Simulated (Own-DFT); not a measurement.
# Computed records: GaP (zincblende, strained, atoms displaced)

Computed with Own-DFT development build. A calculation, not a measurement: plane-wave PBE density functional theory by an unreviewed code, no spin, of a simulated periodic cell, stress positive in tension, free energy of the whole cell less one offset for each atom, forces on such cells passed a denser k mesh, this cell's mesh not checked; offsets are fitted by least squares, one for each functional and potential file, so energies compare only between cells with the same atoms and settings and are not formation energies; the far tail of each file's local potential was reset to the Coulomb form; each entry is a single point on an unrelaxed cell, so the pressure reflects the starting lattice, mostly measured values (interpolated for alloys), from which strain is counted, and rises with the displacements; printed positions are rounded, which can move forces by about a meV/angstrom; the program, named Own-DFT, is a retired in-house code; no spin-orbit coupling.

Settings shared by all entries: functional PBE; potential files PseudoDojo norm-conserving, scalar-relativistic, standard set; wave cutoff 42 hartree; occupations Fermi-Dirac; smearing width 0.1 eV; k mesh 3 x 3 x 3 centred on Gamma.

```json
{"entry": 1, "formula": "GaP", "kind": "zincblende, strained, atoms displaced", "structure": {"cell_angstrom": [[10.862, 0.0, 0.0], [0.0, 10.862, 0.0], [0.0, 0.0, 10.9361]], "atoms_fractional": [["Ga", 0.00216, 0.99646, 0.99826], ["Ga", 0.99726, 0.24372, 0.26172], ["Ga", 0.24656, 0.01609, 0.26597], ["Ga", 0.2395, 0.25715, 0.00493], ["P", 0.13008, 0.13064, 0.12447], ["P", 0.13241, 0.36875, 0.37354], ["P", 0.38549, 0.12878, 0.38454], ["P", 0.38765, 0.37399, 0.12498], ["Ga", 0.99208, 0.99276, 0.49726], ["Ga", 0.00018, 0.24815, 0.75471], ["Ga", 0.25235, 0.98679, 0.75664], ["Ga", 0.25853, 0.25325, 0.49014], ["P", 0.11727, 0.11996, 0.61761], ["P", 0.12666, 0.37652, 0.86786], ["P", 0.38464, 0.12514, 0.87482], ["P", 0.3738, 0.37512, 0.61357], ["Ga", 0.9997, 0.50123, 0.9945], ["Ga", 0.00608, 0.74929, 0.23348], ["Ga", 0.24324, 0.48998, 0.25335], ["Ga", 0.24066, 0.76014, 0.99118], ["P", 0.12384, 0.62587, 0.12931], ["P", 0.12906, 0.87383, 0.3753], ["P", 0.37581, 0.63614, 0.39183], ["P", 0.38368, 0.87524, 0.11571], ["Ga", 0.99824, 0.49334, 0.49535], ["Ga", 0.9972, 0.75224, 0.76515], ["Ga", 0.25008, 0.50461, 0.75634], ["Ga", 0.25302, 0.74212, 0.50002], ["P", 0.12827, 0.63593, 0.63027], ["P", 0.12007, 0.87584, 0.869], ["P", 0.37382, 0.61057, 0.87816], ["P", 0.38528, 0.86763, 0.61803], ["Ga", 0.49737, 0.00269, 0.99741], ["Ga", 0.49636, 0.2337, 0.23198], ["Ga", 0.74803, 0.99804, 0.2514], ["Ga", 0.73841, 0.25505, 0.98897], ["P", 0.61829, 0.12409, 0.13026], ["P", 0.62024, 0.35657, 0.36779], ["P", 0.88092, 0.1262, 0.37211], ["P", 0.85895, 0.37546, 0.13299], ["Ga", 0.49206, 0.99702, 0.51028], ["Ga", 0.50275, 0.25563, 0.76164], ["Ga", 0.74804, 0.00666, 0.75669], ["Ga", 0.76057, 0.25957, 0.50179], ["P", 0.62298, 0.13382, 0.6234], ["P", 0.6315, 0.38857, 0.88014], ["P", 0.87688, 0.13429, 0.8746], ["P", 0.87942, 0.36584, 0.62298], ["Ga", 0.50584, 0.4955, 0.00048], ["Ga", 0.49908, 0.74346, 0.2451], ["Ga", 0.74827, 0.49472, 0.25808], ["Ga", 0.75348, 0.74733, 0.99299], ["P", 0.62684, 0.6291, 0.13126], ["P", 0.63208, 0.86838, 0.36449], ["P", 0.87889, 0.63449, 0.37273], ["P", 0.86389, 0.87535, 0.12122], ["Ga", 0.49052, 0.49086, 0.50571], ["Ga", 0.49948, 0.75156, 0.75905], ["Ga", 0.75009, 0.48187, 0.75281], ["Ga", 0.75945, 0.74674, 0.50723], ["P", 0.63111, 0.62933, 0.62541], ["P", 0.63089, 0.88288, 0.8781], ["P", 0.8796, 0.61978, 0.87559], ["P", 0.86781, 0.87242, 0.62718]]}, "results": {"free_energy_of_cell_above_offsets [eV]": "-29.353", "pressure [GPa]": 4.39, "stress_xx [GPa]": -4.64, "stress_yy [GPa]": -4.61, "stress_zz [GPa]": -3.93, "stress_yz [GPa]": 0.76, "stress_xz [GPa]": 1.3, "stress_xy [GPa]": -0.44, "force_element": ["Ga", "Ga", "Ga", "Ga", "P", "P", "P", "P", "Ga", "Ga", "Ga", "Ga", "P", "P", "P", "P", "Ga", "Ga", "Ga", "Ga", "P", "P", "P", "P", "Ga", "Ga", "Ga", "Ga", "P", "P", "P", "P", "Ga", "Ga", "Ga", "Ga", "P", "P", "P", "P", "Ga", "Ga", "Ga", "Ga", "P", "P", "P", "P", "Ga", "Ga", "Ga", "Ga", "P", "P", "P", "P", "Ga", "Ga", "Ga", "Ga", "P", "P", "P", "P"], "force_x [eV/angstrom]": [-0.547, 0.678, 0.74, 1.657, -1.159, -1.459, -0.258, -1.842, 0.37, 0.792, 0.813, -0.858, 1.208, -0.4, -1.981, -1.014, 0.109, -1.151, 1.661, 1.286, 1.186, -0.506, 1.148, -1.667, 0.514, -0.564, -0.109, -1.338, -0.922, 0.056, 0.486, -1.744, 0.928, -0.89, 0.21, 0.974, 2.231, -0.1, -1.637, 1.917, 2.277, 0.095, 0.123, -1.569, 0.469, -1.613, -0.397, 0.664, -0.117, -0.533, -0.667, -0.638, 0.472, -0.892, 0.282, 1.488, 2.378, 0.571, 1.202, -0.927, -0.684, -0.619, -1.047, 0.865], "force_y [eV/angstrom]": [0.777, 1.296, -0.938, 0.116, -0.777, 0.03, -0.434, 0.201, -0.184, -0.23, 1.487, -0.908, 0.244, -0.074, 0.321, -0.767, -0.803, 1.335, 1.588, -1.231, -1.123, -0.227, -2.515, -0.061, 1.153, -0.465, -0.498, 1.893, -1.155, 0.532, 1.942, -0.574, -0.193, 1.434, 0.763, -1.006, -1.485, 1.299, -1.256, -0.754, 0.606, 0.341, 0.318, -1.591, -0.32, -1.442, -0.93, 1.337, 1.463, 0.782, 0.942, -0.173, -1.14, 0.098, -1.146, 0.131, 1.521, -0.472, 2.406, 0.048, -1.462, -0.79, -0.103, 0.823], "force_z [eV/angstrom]": [0.67, -2.096, -0.87, -0.737, 0.605, 0.348, -1.09, -0.065, 0.144, -1.117, -1.772, 1.243, 0.715, 0.707, 0.129, 3.158, 1.494, 1.62, -0.463, 1.23, -1.685, -0.22, -2.809, 1.013, 0.237, -2.175, -1.938, 0.944, 0.203, 0.899, 0.576, 1.827, 0.421, 2.425, -0.069, 1.992, -2.429, 0.659, 1.089, -1.238, -1.258, -1.421, -1.205, -1.19, 0.439, -0.397, 0.823, 1.01, 1.092, 0.581, 0.555, 0.398, -1.072, 1.743, -0.114, -0.184, -1.452, -0.246, -1.953, -1.108, 0.69, 0.044, -0.446, 1.099]}}
{"entry": 2, "formula": "GaP", "kind": "zincblende, strained, atoms displaced", "structure": {"cell_angstrom": [[10.862, 0.0, 0.0], [0.0, 10.862, 0.0], [0.0, 0.0, 10.9361]], "atoms_fractional": [["Ga", 0.00119, 0.01312, 0.99433], ["Ga", 0.0018, 0.24726, 0.24213], ["Ga", 0.2526, 0.00832, 0.25288], ["Ga", 0.24155, 0.24188, 0.99314], ["P", 0.12339, 0.12628, 0.11672], ["P", 0.12289, 0.36956, 0.3637], ["P", 0.36961, 0.10924, 0.38232], ["P", 0.36052, 0.37406, 0.11959], ["Ga", 0.99639, 0.0048, 0.50798], ["Ga", 0.99315, 0.25725, 0.75299], ["Ga", 0.24194, 0.00424, 0.75131], ["Ga", 0.24868, 0.25023, 0.50321], ["P", 0.12696, 0.12468, 0.62778], ["P", 0.13512, 0.37313, 0.88892], ["P", 0.37899, 0.12323, 0.87698], ["P", 0.37351, 0.3761, 0.61677], ["Ga", 0.01823, 0.49701, 0.99512], ["Ga", 0.99704, 0.74518, 0.26035], ["Ga", 0.25989, 0.50451, 0.26372], ["Ga", 0.25329, 0.73689, 0.00518], ["P", 0.12466, 0.64396, 0.12888], ["P", 0.1361, 0.8778, 0.3561], ["P", 0.3689, 0.62318, 0.37756], ["P", 0.37542, 0.87593, 0.11974], ["Ga", 0.99871, 0.49421, 0.49069], ["Ga", 0.01012, 0.7641, 0.75448], ["Ga", 0.25183, 0.50337, 0.763], ["Ga", 0.23397, 0.74942, 0.50776], ["P", 0.14225, 0.61906, 0.62053], ["P", 0.12643, 0.86251, 0.87594], ["P", 0.36509, 0.61214, 0.87209], ["P", 0.37655, 0.87559, 0.62504], ["Ga", 0.49318, 0.00621, 0.0171], ["Ga", 0.50379, 0.24834, 0.24409], ["Ga", 0.74174, 0.00112, 0.24316], ["Ga", 0.74876, 0.25186, 0.99678], ["P", 0.62132, 0.13319, 0.12529], ["P", 0.63621, 0.38422, 0.38633], ["P", 0.87376, 0.12899, 0.36711], ["P", 0.87449, 0.36928, 0.13648], ["Ga", 0.4974, 0.00168, 0.49345], ["Ga", 0.50143, 0.2506, 0.74131], ["Ga", 0.75257, 0.99913, 0.75104], ["Ga", 0.7533, 0.25149, 0.49573], ["P", 0.62164, 0.12855, 0.62834], ["P", 0.62072, 0.37262, 0.86561], ["P", 0.87885, 0.12456, 0.87023], ["P", 0.87879, 0.39266, 0.62367], ["Ga", 0.50572, 0.50081, 0.0055], ["Ga", 0.50017, 0.74213, 0.23818], ["Ga", 0.76169, 0.51528, 0.25307], ["Ga", 0.75976, 0.76899, 0.01063], ["P", 0.62078, 0.62382, 0.11631], ["P", 0.62039, 0.86951, 0.37637], ["P", 0.8877, 0.63205, 0.36826], ["P", 0.87424, 0.87525, 0.13461], ["Ga", 0.51357, 0.49068, 0.50618], ["Ga", 0.51093, 0.74999, 0.7542], ["Ga", 0.74935, 0.49265, 0.7463], ["Ga", 0.73994, 0.74233, 0.5004], ["P", 0.62847, 0.62202, 0.62324], ["P", 0.6246, 0.89318, 0.87962], ["P", 0.87984, 0.62602, 0.86658], ["P", 0.8887, 0.88116, 0.61889]]}, "results": {"free_energy_of_cell_above_offsets [eV]": "-28.312", "pressure [GPa]": 4.71, "stress_xx [GPa]": -4.86, "stress_yy [GPa]": -4.92, "stress_zz [GPa]": -4.34, "stress_yz [GPa]": 0.0, "stress_xz [GPa]": -0.01, "stress_xy [GPa]": -1.35, "force_element": ["Ga", "Ga", "Ga", "Ga", "P", "P", "P", "P", "Ga", "Ga", "Ga", "Ga", "P", "P", "P", "P", "Ga", "Ga", "Ga", "Ga", "P", "P", "P", "P", "Ga", "Ga", "Ga", "Ga", "P", "P", "P", "P", "Ga", "Ga", "Ga", "Ga", "P", "P", "P", "P", "Ga", "Ga", "Ga", "Ga", "P", "P", "P", "P", "Ga", "Ga", "Ga", "Ga", "P", "P", "P", "P", "Ga", "Ga", "Ga", "Ga", "P", "P", "P", "P"], "force_x [eV/angstrom]": [0.04, 0.039, -0.083, 1.985, 0.401, 0.481, 0.434, 1.301, 1.297, 1.058, 1.179, -0.24, -0.876, -1.016, -0.447, 0.007, -1.957, 1.841, -1.535, 0.529, -0.346, -1.766, 2.091, -0.641, 1.357, -1.371, -1.266, 2.271, -2.94, 1.392, 3.437, -0.239, 0.476, -1.426, 0.152, 0.33, 0.927, -0.066, 0.144, -0.273, 0.871, -1.266, 0.132, 0.368, 1.149, 0.34, -1.003, -0.063, -1.533, -0.832, -1.095, -1.208, 2.087, 0.118, -2.208, 1.385, -1.827, -0.997, -0.014, 1.722, -0.371, 0.028, -0.16, -2.304], "force_y [eV/angstrom]": [-2.217, -0.42, -0.54, -0.525, -0.427, 0.084, 2.998, -0.027, 0.902, 0.433, -1.103, -0.212, 1.078, 0.007, 0.275, 0.123, 1.523, 2.745, -0.855, 1.284, -2.636, -0.606, 1.2, -0.573, 0.758, -2.323, -2.268, 1.812, -1.098, 2.426, 2.498, -0.16, 0.228, 1.337, -0.123, 0.261, -0.686, -0.634, -0.75, 1.288, -1.106, 0.107, 0.168, -0.208, -0.835, 0.279, 0.658, -2.244, -1.391, 0.413, -1.067, -1.73, 0.749, 0.216, -1.339, 1.378, 1.194, 0.322, 1.302, 1.109, -0.102, -1.301, 0.127, -1.777], "force_z [eV/angstrom]": [0.223, 0.456, -1.984, 0.632, 1.195, 0.919, -0.729, 0.648, -2.475, -0.457, 0.541, -0.774, 0.01, -2.852, -0.43, 1.312, 1.557, -2.03, -1.918, -0.951, 0.567, 2.447, 1.329, 0.878, 0.035, -1.958, -2.557, -1.805, 1.385, 1.719, 1.973, 0.283, -1.48, 1.525, 0.981, -0.049, -0.535, -2.327, 0.591, -1.855, 1.542, 0.522, -0.901, 0.95, -1.28, 0.98, 0.241, -0.203, -1.205, 1.236, -0.676, -2.07, 0.729, -0.793, 2.882, 0.223, -0.367, 0.064, 0.856, -0.509, 1.157, 0.542, 0.858, 1.181]}}
{"entry": 3, "formula": "GaP", "kind": "zincblende, strained, atoms displaced", "structure": {"cell_angstrom": [[10.862, 0.0, 0.0], [0.0, 10.862, 0.0], [0.0, 0.0, 10.9361]], "atoms_fractional": [["Ga", 0.00279, 0.98347, 0.00327], ["Ga", 0.00744, 0.2549, 0.25078], ["Ga", 0.2498, 0.01582, 0.24017], ["Ga", 0.26154, 0.24492, 3e-05], ["P", 0.1278, 0.11877, 0.12568], ["P", 0.12842, 0.36794, 0.36682], ["P", 0.37139, 0.12879, 0.37398], ["P", 0.36753, 0.36643, 0.12733], ["Ga", 0.99884, 0.0011, 0.49084], ["Ga", 0.00529, 0.25319, 0.7512], ["Ga", 0.23814, 0.00329, 0.74879], ["Ga", 0.24131, 0.25267, 0.50027], ["P", 0.135, 0.10784, 0.63089], ["P", 0.11847, 0.37998, 0.87102], ["P", 0.38587, 0.13414, 0.88703], ["P", 0.36374, 0.36328, 0.63015], ["Ga", 0.01548, 0.49001, 0.00168], ["Ga", 0.99857, 0.7492, 0.25946], ["Ga", 0.24164, 0.50782, 0.24221], ["Ga", 0.23788, 0.75607, 0.99656], ["P", 0.12393, 0.61671, 0.13343], ["P", 0.12392, 0.88308, 0.39118], ["P", 0.38906, 0.61319, 0.37721], ["P", 0.3656, 0.86665, 0.1122], ["Ga", 0.01362, 0.49216, 0.49604], ["Ga", 0.01286, 0.76123, 0.75119], ["Ga", 0.24411, 0.49175, 0.75455], ["Ga", 0.26244, 0.74713, 0.50004], ["P", 0.11941, 0.62686, 0.62711], ["P", 0.14171, 0.88147, 0.87417], ["P", 0.37815, 0.61777, 0.87282], ["P", 0.38012, 0.86801, 0.63938], ["Ga", 0.50364, 0.99712, 0.00894], ["Ga", 0.49267, 0.25659, 0.25271], ["Ga", 0.74342, 0.01049, 0.25312], ["Ga", 0.74111, 0.24996, 0.99644], ["P", 0.63037, 0.12608, 0.11251], ["P", 0.62117, 0.37281, 0.36331], ["P", 0.88215, 0.12912, 0.37803], ["P", 0.87599, 0.38348, 0.12407], ["Ga", 0.48358, 0.99484, 0.48747], ["Ga", 0.49437, 0.24942, 0.761], ["Ga", 0.74141, 0.00806, 0.75051], ["Ga", 0.75784, 0.25551, 0.50271], ["P", 0.61014, 0.11639, 0.63172], ["P", 0.61779, 0.3877, 0.86931], ["P", 0.86222, 0.1238, 0.87485], ["P", 0.86956, 0.37669, 0.61674], ["Ga", 0.49797, 0.48613, 0.00841], ["Ga", 0.48977, 0.75486, 0.23753], ["Ga", 0.74249, 0.50166, 0.24308], ["Ga", 0.74683, 0.75364, 0.00824], ["P", 0.6203, 0.61734, 0.12616], ["P", 0.62764, 0.8826, 0.38157], ["P", 0.8795, 0.61627, 0.38402], ["P", 0.87402, 0.87645, 0.12077], ["Ga", 0.50113, 0.49697, 0.49935], ["Ga", 0.48399, 0.76325, 0.74781], ["Ga", 0.7593, 0.50533, 0.75637], ["Ga", 0.74231, 0.74477, 0.49839], ["P", 0.62429, 0.62242, 0.60608], ["P", 0.63667, 0.87865, 0.87586], ["P", 0.86542, 0.61694, 0.87338], ["P", 0.87288, 0.87338, 0.63364]]}, "results": {"free_energy_of_cell_above_offsets [eV]": "-27.099", "pressure [GPa]": 4.96, "stress_xx [GPa]": -4.96, "stress_yy [GPa]": -5.09, "stress_zz [GPa]": -4.84, "stress_yz [GPa]": 0.89, "stress_xz [GPa]": -1.57, "stress_xy [GPa]": 0.44, "force_element": ["Ga", "Ga", "Ga", "Ga", "P", "P", "P", "P", "Ga", "Ga", "Ga", "Ga", "P", "P", "P", "P", "Ga", "Ga", "Ga", "Ga", "P", "P", "P", "P", "Ga", "Ga", "Ga", "Ga", "P", "P", "P", "P", "Ga", "Ga", "Ga", "Ga", "P", "P", "P", "P", "Ga", "Ga", "Ga", "Ga", "P", "P", "P", "P", "Ga", "Ga", "Ga", "Ga", "P", "P", "P", "P", "Ga", "Ga", "Ga", "Ga", "P", "P", "P", "P"], "force_x [eV/angstrom]": [-0.101, -1.44, 0.932, -2.147, -1.615, 0.653, -0.337, -0.081, -1.039, -1.308, 4.266, 0.453, -3.017, 1.462, -0.813, 0.925, -2.185, -0.148, 2.571, 1.029, -1.381, 1.879, -2.026, 0.385, -0.81, -1.409, 0.642, -0.591, 1.279, -2.393, -0.63, -3.573, 0.01, 0.678, 0.784, 1.066, -1.312, 0.814, -0.679, -0.09, 0.743, 0.852, 0.752, -2.047, 0.085, 0.797, 2.047, 1.708, -0.435, 1.069, 1.236, -0.088, -0.441, -0.603, -0.763, -0.152, 0.08, 4.44, -1.959, 1.7, -0.562, -1.887, 2.963, -0.24], "force_y [eV/angstrom]": [1.68, -0.868, -2.365, 0.368, 1.589, 1.239, 0.165, 1.34, -0.021, -1.169, -0.77, -1.046, 3.344, -1.88, -2.423, 0.975, 1.326, 0.27, -1.663, -2.83, 2.7, -1.485, 1.555, 1.651, 0.282, -0.783, 1.369, -0.386, -0.47, -0.333, 0.425, 3.701, -0.548, -1.313, -0.147, 1.553, 0.106, 0.048, 0.421, -1.306, 0.058, 0.506, -0.673, -1.394, 1.186, -1.081, 0.344, 0.664, 0.981, -0.615, -0.035, -1.178, 1.433, -0.656, 0.454, -0.599, -1.805, -3.782, -1.083, 0.775, -0.115, -0.734, 2.47, 0.579], "force_z [eV/angstrom]": [-0.917, -1.154, 1.671, -0.04, -1.699, 0.687, -0.187, 0.374, 2.421, -0.638, 1.593, 0.366, -2.649, 0.615, -0.713, -0.368, 0.35, 0.13, 1.992, 0.2, -1.924, -2.433, -1.451, 1.31, 0.516, 0.253, -0.918, 0.33, -0.357, 0.282, 0.634, -3.893, -1.093, -0.639, -0.169, -0.734, 2.378, 1.42, -0.752, -0.123, 1.633, -1.295, -0.57, -0.734, -1.391, 0.091, 0.249, 1.551, -0.399, 1.253, 1.143, -0.815, -0.523, -1.442, -1.006, 1.94, 0.613, 3.247, -2.503, -0.166, 2.975, 0.21, 2.212, -0.944]}}
{"entry": 4, "formula": "GaP", "kind": "zincblende, strained, atoms displaced", "structure": {"cell_angstrom": [[10.862, 0.0, 0.0], [0.0, 10.862, 0.0], [0.0, 0.0, 10.9361]], "atoms_fractional": [["Ga", 0.00242, 0.00395, 0.99077], ["Ga", 0.99348, 0.23998, 0.24542], ["Ga", 0.25797, 0.00136, 0.25615], ["Ga", 0.24275, 0.24426, 0.00851], ["P", 0.12461, 0.12053, 0.14329], ["P", 0.12309, 0.365, 0.36836], ["P", 0.37215, 0.12871, 0.37724], ["P", 0.38455, 0.37998, 0.12534], ["Ga", 0.00193, 0.00046, 0.50293], ["Ga", 0.00664, 0.24606, 0.74336], ["Ga", 0.25211, 0.00091, 0.74789], ["Ga", 0.24911, 0.25629, 0.49955], ["P", 0.11705, 0.12108, 0.61827], ["P", 0.13458, 0.37333, 0.86205], ["P", 0.37686, 0.12234, 0.87855], ["P", 0.37254, 0.37729, 0.61891], ["Ga", 0.99542, 0.50388, 0.99981], ["Ga", 0.9996, 0.75414, 0.25077], ["Ga", 0.24227, 0.48391, 0.24827], ["Ga", 0.26, 0.7426, 0.99886], ["P", 0.1221, 0.63392, 0.11432], ["P", 0.12731, 0.87426, 0.3862], ["P", 0.38422, 0.6359, 0.38033], ["P", 0.37871, 0.86251, 0.12814], ["Ga", 0.002, 0.49861, 0.50983], ["Ga", 0.00302, 0.75977, 0.748], ["Ga", 0.24343, 0.49801, 0.76588], ["Ga", 0.25042, 0.76113, 0.49712], ["P", 0.12825, 0.62311, 0.62286], ["P", 0.12453, 0.87602, 0.86738], ["P", 0.38601, 0.6324, 0.88252], ["P", 0.38218, 0.87259, 0.63539], ["Ga", 0.50274, 0.00747, 0.98499], ["Ga", 0.50462, 0.2455, 0.23946], ["Ga", 0.73501, 0.99217, 0.25914], ["Ga", 0.75308, 0.25685, 0.01095], ["P", 0.62639, 0.11601, 0.1133], ["P", 0.62442, 0.37271, 0.37821], ["P", 0.87358, 0.12992, 0.36174], ["P", 0.87206, 0.3775, 0.11981], ["Ga", 0.4914, 0.01131, 0.49722], ["Ga", 0.48707, 0.25378, 0.75346], ["Ga", 0.7552, 0.99915, 0.74514], ["Ga", 0.76052, 0.24574, 0.50749], ["P", 0.61363, 0.13087, 0.62143], ["P", 0.63123, 0.37809, 0.87371], ["P", 0.88014, 0.11975, 0.87272], ["P", 0.86616, 0.37674, 0.62125], ["Ga", 0.49503, 0.49312, 0.01277], ["Ga", 0.50323, 0.74671, 0.24369], ["Ga", 0.74318, 0.50922, 0.26329], ["Ga", 0.74931, 0.74298, 0.98821], ["P", 0.61998, 0.62141, 0.12316], ["P", 0.6373, 0.8697, 0.37883], ["P", 0.87813, 0.6232, 0.37401], ["P", 0.87459, 0.87351, 0.12577], ["Ga", 0.50268, 0.50304, 0.4908], ["Ga", 0.50205, 0.75531, 0.7495], ["Ga", 0.75133, 0.49771, 0.75976], ["Ga", 0.74411, 0.75991, 0.50908], ["P", 0.61735, 0.6211, 0.61342], ["P", 0.63261, 0.86656, 0.87835], ["P", 0.88041, 0.63077, 0.87379], ["P", 0.87772, 0.87743, 0.62798]]}, "results": {"free_energy_of_cell_above_offsets [eV]": "-29.925", "pressure [GPa]": 4.37, "stress_xx [GPa]": -4.65, "stress_yy [GPa]": -4.6, "stress_zz [GPa]": -3.86, "stress_yz [GPa]": 0.82, "stress_xz [GPa]": -0.36, "stress_xy [GPa]": -0.67, "force_element": ["Ga", "Ga", "Ga", "Ga", "P", "P", "P", "P", "Ga", "Ga", "Ga", "Ga", "P", "P", "P", "P", "Ga", "Ga", "Ga", "Ga", "P", "P", "P", "P", "Ga", "Ga", "Ga", "Ga", "P", "P", "P", "P", "Ga", "Ga", "Ga", "Ga", "P", "P", "P", "P", "Ga", "Ga", "Ga", "Ga", "P", "P", "P", "P", "Ga", "Ga", "Ga", "Ga", "P", "P", "P", "P", "Ga", "Ga", "Ga", "Ga", "P", "P", "P", "P"], "force_x [eV/angstrom]": [0.324, 0.213, -0.107, 0.568, 0.259, -0.988, 0.274, -2.426, -1.168, -1.074, -0.248, -0.395, 1.968, -2.477, -1.61, -0.013, 0.703, 0.157, 0.67, -1.052, 0.252, -0.732, -1.49, -0.333, -0.183, 0.08, 2.657, 1.182, 0.284, 1.185, -0.148, -1.057, 0.356, 0.245, 1.901, -0.445, 0.195, 0.373, -1.038, 0.759, 0.901, 0.955, -1.142, -1.345, 1.169, -1.531, -0.754, 1.425, 1.721, 0.622, 0.061, 0.477, 1.219, -3.183, 0.225, -0.418, -0.77, 1.025, 0.14, 1.345, 1.17, -0.75, 0.027, -0.214], "force_y [eV/angstrom]": [-0.88, 1.985, -1.271, 0.43, -0.538, 0.36, 0.669, -2.196, -0.231, 0.507, 0.075, -0.65, 0.74, -1.966, 0.934, 0.804, -0.439, -0.208, 2.155, 1.121, -1.193, 0.874, -0.783, 2.301, -0.153, -1.284, 2.466, -1.422, 0.613, 0.131, -1.635, 1.22, -2.189, -0.039, 1.175, -1.192, 0.522, -0.782, -1.639, 0.778, -1.61, 0.424, 0.436, -0.377, -0.28, -0.953, 1.605, 0.193, 1.445, 0.065, -0.683, -0.149, 0.122, 0.241, 0.749, 0.456, -0.764, -1.219, 1.217, -1.65, 0.61, 1.58, -0.586, -0.04], "force_z [eV/angstrom]": [1.419, -0.477, -0.066, -0.098, -2.176, 0.829, -0.765, 1.012, -1.252, 0.236, -0.124, 0.115, 0.475, 2.967, -0.595, 0.84, -0.448, 0.049, -0.275, -0.084, 1.245, -1.74, -0.902, -0.666, -1.249, -0.426, -2.401, 1.351, 0.752, 1.232, -0.998, -1.614, 1.149, 0.743, -1.882, -1.767, 1.13, -0.419, 1.971, 1.684, 0.36, -0.353, 0.384, -1.221, 0.843, 1.049, -0.11, 1.397, -2.422, 1.055, -0.978, 2.181, -0.046, 0.158, 1.058, -0.478, 0.134, 0.276, -1.361, 0.189, 2.052, -1.301, -0.901, -0.735]}}
```
